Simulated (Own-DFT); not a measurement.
# Strain and stress in wurtzite AlGaN with randomly placed atoms, 72 atoms (Al27Ga9N36)

All numbers below are calculated, not measured. They come from Own-DFT, an in-house plane-wave density functional program, since retired, whose code no person has reviewed. Each row is one single-point run on a periodic cell that was not relaxed, without spin or spin-orbit coupling.

Settings of every run: PBE; PseudoDojo norm-conserving scalar-relativistic files (stringent for Ga); cutoff 96 hartree; 4 x 4 x 3 k mesh centred on Gamma; Gaussian smearing of 0.01 eV.

Known limits: forces on such cells passed a denser k mesh, each cell not checked; stress not checked against mesh or cutoff.

Unstrained cell vectors in Å: (9.394, 0.000, 0.000); (-4.697, 8.135, 0.000); (0.000, 0.000, 10.065). The unstrained cell has measured lattice constants (interpolated for alloys), not those of this functional. That, the random moves and any unrelaxed bonds set the pressure at no strain. Each run strains this cell uniformly, with the atoms carried along. Every atom was also moved at random, by a Gaussian of width 0.05 Å on each axis. The random placing of the alloy's atoms differs from row to row. Strain is the symmetric tensor, in per cent. Stress is positive in tension, and the pressure is minus a third of its trace.

```
run  e_xx (%)  e_yy (%)  e_zz (%)  s_xx (GPa)  s_yy (GPa)  s_zz (GPa)  P (GPa)  E (meV/atom)
  1      0.00      0.00     -1.50       -8.28       -5.73      -15.80     9.94          31.4
  2      0.00      0.00      2.75       -4.67       -3.26        5.07     0.95           4.7
  3      0.00      0.00      3.00       -3.38       -4.76        6.16     0.66          13.4
  4      0.00      0.00     -0.50       -6.00       -6.61       -9.31     7.30          18.3
  5      0.00      0.00      1.50       -6.44       -4.98        0.81     3.54          15.8
  6      0.00      0.00      1.75       -5.47       -2.85        0.06     2.75           4.7
  7      0.00      0.00      1.25       -5.05       -6.70        0.89     3.62           0.0
  8      0.00      0.00      0.75       -4.61       -8.00       -3.09     5.23          19.3
  9      0.00      0.00      2.00           ?           ?           ?        ?             ?
```

E is the free energy for each atom above the lowest run shown.

## Worked fit

The change of volume is close to e_xx + e_yy + e_zz. A straight line through the runs shown gives P = 6.56 - 205 x (fractional change of volume) GPa, with an error of 7 on the slope and a scatter of 0.28 GPa. The strain isn't the same on all axes and the cell isn't cubic, so the slope belongs to this path and is not the bulk modulus.

## Withheld run

Question: what pressure should run 9 give? Its volume changes by 2.00 %.

The line gives 2.5 GPa. The calculation gave 2.40 GPa.
